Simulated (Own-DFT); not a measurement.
# Which defects push the lattice out? wurtzite GaN

No measurement is shown. These are fixed-geometry runs of a retired plane-wave code named Own-DFT, which no person has reviewed; spin and spin-orbit coupling are neglected.

Method: PBE; PseudoDojo norm-conserving scalar-relativistic files; cutoff 42 hartree; 4 x 4 x 3 k mesh centred on Gamma; Fermi-Dirac smearing of 0.1 eV.

Limits (not all hold for every row): not probed for a lower state with spin; forces not confirmed at this smearing and k mesh; stress not checked against mesh or cutoff.

All runs share one cell, with vectors in Å (9.567, 0.000, 0.000); (-4.784, 8.285, 0.000); (0.000, 0.000, 10.370) and a volume of 822.0 Å³. The atoms are randomly displaced, by u rms on each axis. The defect's site can differ from row to row.

| cell | formula | u (Å) | P (GPa) |
|---|---|---|---|
| no defect | Ga36N36 | 0.0190 | 5.95 |
| no defect | Ga36N36 | 0.0499 | 7.70 |
| no defect | Ga36N36 | 0.0513 | 7.97 |
| one N on a Ga site | Ga35N37 | 0.0302 | 5.55 |
| one N on a Ga site | Ga35N37 | 0.0305 | 5.58 |
| one N on a Ga site | Ga35N37 | 0.0484 | ? |
| one N on a Ga site | Ga35N37 | 0.0497 | 6.92 |
| one Ga on an N site | Ga37N35 | 0.0274 | 11.94 |
| one Ga on an N site | Ga37N35 | 0.0293 | 12.10 |
| one Ga on an N site | Ga37N35 | 0.0532 | 13.13 |

## Analysis

P = P0 + c u² + a shift for each defect gives P0 = 5.83 GPa, c = 751 ± 71 GPa/Å² and a scatter of 0.19 GPa. The shifts, and each times the cell's volume:

- one Ga on an N site: 5.45 ± 0.16 GPa, 27.9 eV
- one N on a Ga site: -0.90 ± 0.16 GPa, -4.6 eV

A positive shift means that the defect pushes the cell outwards. Shift times volume (160.2 GPa Å³ is 1 eV) depends little on the cell's size, so, taken for each site, it can be compared between cells at like pressure. The atoms around the defects weren't relaxed, which would change these numbers.

## Test on the hidden row

Question: what pressure belongs in the blank (one N on a Ga site, u = 0.0484 Å)?

Estimate: 6.69 ± 0.23 GPa. DFT gave 6.65 GPa.
